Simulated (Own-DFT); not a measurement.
# Short bonds, stiff crystals?

Source: density functional calculations with Own-DFT, an unreviewed in-house program that is no longer used. Nothing was measured or relaxed, and spin and spin-orbit coupling are left out.

Caveats (not all hold for every row): forces on such cells moved up to 12 meV/angstrom on a denser k mesh; forces not confirmed at this smearing and k mesh; k mesh not checked against a denser one; forces on such cells passed a denser k mesh, each cell not checked; stress not checked against mesh or cutoff.

All runs are PBE with PseudoDojo norm-conserving files; cutoff and k mesh are each material's own. Every cell starts from measured lattice constants and was given uniform random strains and small random moves of its atoms. Each triple is the change of volume in per cent, the rms move u in Å and the pressure in GPa.

- 4H SiC (C36Si36), 10.36 Å³/atom unstrained: (-2.12, 0.049, 10.75); (-0.71, 0.050, 7.45); (-0.69, 0.051, 7.26); (-0.34, 0.048, 6.17); (0.19, 0.051, 5.06); (2.26, 0.047, 0.20); (3.03, 0.052, -0.38)
- wurtzite AlN (Al64N64), 10.45 Å³/atom unstrained: (-3.04, 0.049, 12.64); (-1.37, 0.051, 8.72); (-0.48, 0.052, 6.58); (0.96, 0.052, 3.91); (2.41, 0.051, 1.74); (2.53, 0.048, 0.34); (3.29, 0.050, -0.69)
- wurtzite GaN (Ga36N36), 11.42 Å³/atom unstrained: withheld
- diamond silicon (Si64), 20.02 Å³/atom unstrained: (-3.21, 0.051, 6.15); (-2.27, 0.050, 4.92); (-1.77, 0.054, 4.52); (-0.89, 0.048, 3.43); (-0.79, 0.050, 3.42); (1.71, 0.052, 1.01); (3.36, 0.049, -0.26)
- zincblende GaP (Ga32P32), 20.24 Å³/atom unstrained: (-3.00, 0.051, 6.38); (-2.13, 0.051, 5.52); (-0.82, 0.048, 4.33); (-0.77, 0.050, 4.28); (0.53, 0.050, 3.04); (1.42, 0.047, 2.16); (2.63, 0.053, 1.25)
- zincblende InP (In32P32), 25.27 Å³/atom unstrained: (-3.86, 0.051, 6.93); (-2.40, 0.049, 5.74); (-0.28, 0.047, 4.00); (0.18, 0.054, 3.49); (0.47, 0.052, 3.60); (2.19, 0.048, 2.06); (2.45, 0.047, 2.00)
- grey tin (Sn64), 34.15 Å³/atom unstrained: (-2.59, 0.047, 5.10); (-1.24, 0.049, 4.39); (-0.75, 0.052, 4.14); (-0.34, 0.050, 3.83); (-0.12, 0.046, 3.83); (1.00, 0.052, 3.33); (1.30, 0.048, 2.94)

## Fit

Fit a line to each set against the fractional change of volume; B is minus its slope, and u is nearly the same within a set. To take it to zero pressure, assume that B rises by 4 GPa for each GPa: B0 = B - 4 x (mean pressure). The bond length of an ideal tetrahedral crystal with the unstrained volume v is d = (√3/4)(8 v)^(1/3). Cohen's empirical rule reads B0 = (1971 - 220 L) d^(-3.5) GPa, with L = 0 for group IV crystals and SiC and 1 for III-V compounds.

| material | L | d (Å) | B (GPa) | mean P (GPa) | B0 (GPa) | rule (GPa) |
|---|---|---|---|---|---|---|
| 4H SiC (C36Si36) | 0 | 1.888 | 222 ± 10 | 5.2 | 201 ± 10 | 213 |
| wurtzite AlN (Al64N64) | 1 | 1.893 | 207 ± 8 | 4.7 | 188 ± 8 | 188 |
| wurtzite GaN (Ga36N36) | 1 | 1.950 | ? | ? | ? | 169 |
| diamond silicon (Si64) | 0 | 2.352 | 97 ± 3 | 3.3 | 83 ± 3 | 99 |
| zincblende GaP (Ga32P32) | 1 | 2.360 | 92 ± 1 | 3.8 | 77 ± 1 | 87 |
| zincblende InP (In32P32) | 1 | 2.541 | 79 ± 2 | 4.0 | 63 ± 2 | 67 |
| grey tin (Sn64) | 0 | 2.810 | 53 ± 3 | 3.9 | 37 ± 3 | 53 |

A line through ln[B0/(1971 - 220 L)] against ln d has a slope of -4.1 ± 0.3 and a scatter of 9 %. Against the rule, B0 stands at 94 % for 4H SiC, 100 % for wurtzite AlN, 84 % for diamond silicon, 89 % for zincblende GaP, 94 % for zincblende InP, 70 % for grey tin. PBE tends to make silicon and heavier crystals too soft, and the rule itself is only a guide.

## Prediction

Q: what B0 does the fitted trend give for wurtzite GaN (Ga36N36)?

From the line: 164 GPa. Its own runs give B = 200 ± 5 GPa at a mean pressure of 7.7 GPa, so B0 = 169 GPa.
